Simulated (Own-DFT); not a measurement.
Simulation results for GaP (zincblende, atoms displaced)

Computed with Own-DFT development build. A calculation, not a measurement: plane-wave PBE density functional theory by an unreviewed code, no spin, of a simulated periodic cell, stress positive in tension, free energy of the whole cell less one offset for each atom, forces on such cells passed a denser k mesh, this cell's mesh not checked; offsets are fitted by least squares, one for each functional and potential file, so energies compare only between cells with the same atoms and settings and are not formation energies; the far tail of each file's local potential was reset to the Coulomb form; each entry is a single point on an unrelaxed cell, so the pressure reflects the starting lattice, mostly measured values (interpolated for alloys), from which strain is counted, and rises with the displacements; printed positions are rounded, which can move forces by about a meV/angstrom; the program, named Own-DFT, is a retired in-house code; no spin-orbit coupling.

```xyz
64
Lattice="10.9010 0.0000 0.0000 0.0000 10.9010 0.0000 0.0000 0.0000 10.9010" Properties=species:S:1:pos:R:3 formula=GaP functional=PBE potential_files=PseudoDojo_norm-conserving,scalar-relativistic,standard_set wave_cutoff=42 occupations=Fermi-Dirac smearing_width=0.1 k_mesh=3_x_3_x_3_centred_on_Gamma
Ga    10.7053    10.7974     0.0133
Ga     0.1685     2.3820     2.9759
Ga     2.5490     0.0596     2.8116
Ga     2.7255     2.6869    10.8320
P      1.4868     1.4149     1.5930
P      1.4168     4.1433     3.9900
P      4.0938     1.5179     4.1686
P      3.8546     4.1439     1.3324
Ga    10.7890     0.1487     5.4496
Ga     0.2976     2.7306     8.4375
Ga     2.9975    10.6613     7.8654
Ga     2.7999     2.6410     5.3945
P      1.3797     1.0739     7.0595
P      1.2973     4.0254     9.6959
P      4.3317     1.2614     9.5516
P      3.9282     3.9971     6.8680
Ga    10.8825     5.5219    10.8855
Ga    10.8916     8.2863     2.6537
Ga     2.6424     5.3834     2.7490
Ga     2.9200     7.9562    10.7455
P      1.3265     6.8623     1.1660
P      1.1648     9.6456     4.1349
P      4.0191     7.1606     3.8497
P      4.2013     9.7341     1.2479
Ga    10.8495     5.4741     5.6663
Ga    10.7971     8.3769     8.1377
Ga     2.5290     5.4967     8.2167
Ga     2.7868     8.1967     5.3065
P      1.0631     6.6956     6.8255
P      1.3487     9.6036     9.7942
P      4.2535     6.8429     9.6283
P      4.4499     9.6549     6.8993
Ga     5.2118    10.7904     0.2001
Ga     5.6681     2.5279     2.5870
Ga     8.1704     0.0474     3.0171
Ga     8.3163     2.8945    10.8375
P      6.9946     1.5394     1.4452
P      6.7203     4.0010     4.0857
P      9.4424     1.1975     4.3548
P      9.4637     4.2239     1.6275
Ga     5.7038    10.8457     5.3607
Ga     5.2858     2.9039     8.3885
Ga     8.2957    10.8263     8.1060
Ga     8.1186     2.5795     5.5280
P      6.6399     1.3661     6.6200
P      7.1762     3.9900     9.4310
P      9.4914     1.2084     9.6030
P      9.5692     3.8858     6.6211
Ga     5.4308     5.1681     0.3690
Ga     5.6869     8.3801     2.7662
Ga     8.3220     5.2577     2.6856
Ga     8.0757     7.9965     0.0028
P      6.7700     6.9418     1.5919
P      7.0522     9.5642     4.0204
P      9.4394     6.7183     4.0348
P      9.5828     9.4658     1.5555
Ga     5.6867     5.4663     5.6319
Ga     5.4267     8.2563     8.3467
Ga     8.0293     5.6100     8.1004
Ga     8.1587     8.5063     5.5096
P      7.0133     6.6816     6.7664
P      6.8189     9.4805     9.2672
P      9.6321     6.6710     9.6948
P      9.5766     9.2659     6.9884
```

Units: wave_cutoff in hartree; smearing_width in eV.

Q: GaP (zincblende, atoms displaced): pressure?
A: 9.35 GPa

Q: Give the missing stress zz for GaP (zincblende, atoms displaced).
A: -9.16 GPa

Q: Estimate the stress xx of GaP (zincblende, atoms displaced).
A: -9.76 GPa

Further results for GaP (zincblende, atoms displaced):

```
free energy of cell above offsets : -7.486 eV
stress yy                         : -9.14 GPa
stress yz                         : 0.32 GPa
stress xz                         : 0.09 GPa
stress xy                         : 1.23 GPa
```

Force:
```
element  x (eV/Å)  y (eV/Å)  z (eV/Å)
     Ga     0.842     0.212     1.738
     Ga    -1.933      2.33     0.818
     Ga     2.668    -1.309     1.399
     Ga     0.768    -1.137     0.435
      P    -1.184     0.075    -4.314
      P    -1.627    -1.438     2.976
      P     2.128    -3.318    -2.381
      P     0.384    -2.429     1.009
     Ga     2.955    -2.959     3.519
     Ga    -3.346    -2.868    -3.203
     Ga     -3.26     2.397     4.117
     Ga    -2.526     1.214     1.629
      P    -0.256     1.899    -1.617
      P      1.62     2.531     1.256
      P    -2.329     0.281    -0.018
      P      0.71     1.843     0.399
     Ga     0.715    -2.462     2.424
     Ga     1.536     -3.16     1.792
     Ga     0.564     2.816    -1.201
     Ga    -2.732     2.923     2.295
      P     1.173     0.222     2.022
      P     1.234    -0.817     0.398
      P     1.194    -2.441     0.087
      P    -7.861    -8.625     8.785
     Ga    -2.483    -2.584    -4.509
     Ga     5.985    -4.943     6.393
     Ga     0.953    -0.119     0.024
     Ga    -1.381     1.064     1.792
      P     3.977     3.988     2.606
      P     1.491     -1.17    -2.472
      P     1.101    -3.446    -1.933
      P     1.063    -3.368    -3.695
     Ga     9.111     7.769    -7.674
     Ga    -4.353     3.165     3.215
     Ga     1.974      1.76     -4.54
     Ga     1.578    -1.607     2.345
      P     2.434    -3.811    -3.042
      P     0.838     0.422    -0.094
      P    -0.716     3.257    -2.418
      P     7.076    -6.553    -6.714
     Ga    -2.108    -0.088    -1.521
     Ga     1.532    -0.122    -0.895
     Ga    -1.296     0.888    -0.587
     Ga    -0.654     1.495     -0.81
      P     1.468     0.896     3.791
      P    -3.811     1.495    -0.692
      P     0.371     1.866    -0.483
      P     0.541     0.406     2.759
     Ga     2.598     2.433    -2.028
     Ga    -2.674     0.463    -0.527
     Ga    -7.069     5.535     5.787
     Ga     0.433     1.037    -0.169
      P     0.996    -3.058    -1.724
      P    -3.214    -0.897     1.595
      P     1.224     1.579     1.198
      P    -3.417     2.228    -2.402
     Ga    -2.752    -1.675     -1.92
     Ga    -0.592    -2.621     -1.92
     Ga     4.555    -3.063     3.316
     Ga     1.017    -3.994     0.164
      P    -2.344     5.498    -1.948
      P     2.229     1.674     4.016
      P     -2.83     2.564    -3.387
      P    -4.292     5.859     -5.26
```
